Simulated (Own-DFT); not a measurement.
# Strain and stress in wurtzite GaN, 96 atoms (Ga48N48)

Calculated results; nothing here was measured. They come from Own-DFT, an in-house plane-wave density functional program, since retired, whose code no person has reviewed. Each row is one single-point run on a periodic cell that was not relaxed, without spin or spin-orbit coupling.

Settings of every run: PBE; PseudoDojo norm-conserving scalar-relativistic files (stringent for Ga); cutoff 96 hartree; 3 x 4 x 3 k mesh centred on Gamma; Gaussian smearing of 0.01 eV.

Known limits: forces on such cells passed a denser k mesh, each cell not checked; stress not checked against mesh or cutoff.

Unstrained cell vectors in Å: (12.756, 0.000, 0.000); (-4.784, 8.285, 0.000); (0.000, 0.000, 10.370). The unstrained cell has measured lattice constants (interpolated for alloys), not those of this functional. That, the random moves and any unrelaxed bonds set the pressure at no strain. Each run strains this cell uniformly, with the atoms carried along. Every atom was also moved at random, by a Gaussian of width 0.05 Å on each axis. Strain is the symmetric tensor, in per cent. Stress is positive in tension, and the pressure is minus a third of its trace.

| run | e_xx (%) | e_yy (%) | e_zz (%) | s_xx (GPa) | s_yy (GPa) | s_zz (GPa) | P (GPa) | E (meV/atom) |
|---|---|---|---|---|---|---|---|---|
| 1 | 0.00 | 0.00 | 2.75 | -3.62 | -6.63 | 3.37 | 2.29 | 15.2 |
| 2 | 0.00 | 0.00 | -0.25 | -6.32 | -7.87 | -7.22 | 7.14 | 0.0 |
| 3 | 0.00 | 0.00 | 1.75 | -5.12 | -5.25 | -0.67 | 3.68 | 5.8 |
| 4 | 0.00 | 0.00 | 0.75 | -6.43 | -6.59 | -4.65 | 5.89 | 21.6 |
| 5 | 0.00 | 0.00 | -1.25 | -9.09 | -5.65 | -13.69 | 9.48 | 18.5 |
| 6 | 0.00 | 0.00 | 1.50 | -6.31 | -5.32 | -0.89 | 4.17 | 13.0 |
| 7 | 0.00 | 0.00 | 1.50 | -5.70 | -7.68 | -0.12 | 4.50 | 15.6 |
| 8 | 0.00 | 0.00 | 0.75 | -7.03 | -5.39 | -3.65 | 5.36 | 2.5 |
| 9 | 0.00 | 0.00 | 2.75 | -6.34 | -5.26 | 4.13 | 2.49 | 18.5 |
| 10 | 0.00 | 0.00 | -0.25 | -8.10 | -7.74 | -6.92 | 7.59 | 16.4 |
| 11 | 0.00 | 0.00 | -1.25 | -7.00 | -8.10 | -13.92 | 9.67 | 24.4 |
| 12 | 0.00 | 0.00 | 1.75 | -4.79 | -5.84 | -0.70 | 3.78 | 15.4 |
| 13 | 0.00 | 0.00 | -0.50 | ? | ? | ? | ? | ? |

E is the free energy for each atom above the lowest run shown.

## Worked fit

The change of volume is close to e_xx + e_yy + e_zz. A straight line through the runs shown gives P = 7.08 - 180 x (fractional change of volume) GPa, with an error of 6 on the slope and a scatter of 0.28 GPa. The strain isn't the same on all axes and the cell isn't cubic, so the slope belongs to this path and is not the bulk modulus.

## Withheld run

Question: what pressure should run 13 give? Its volume changes by -0.50 %.

The line gives 8.0 GPa. The calculation gave 8.47 GPa.
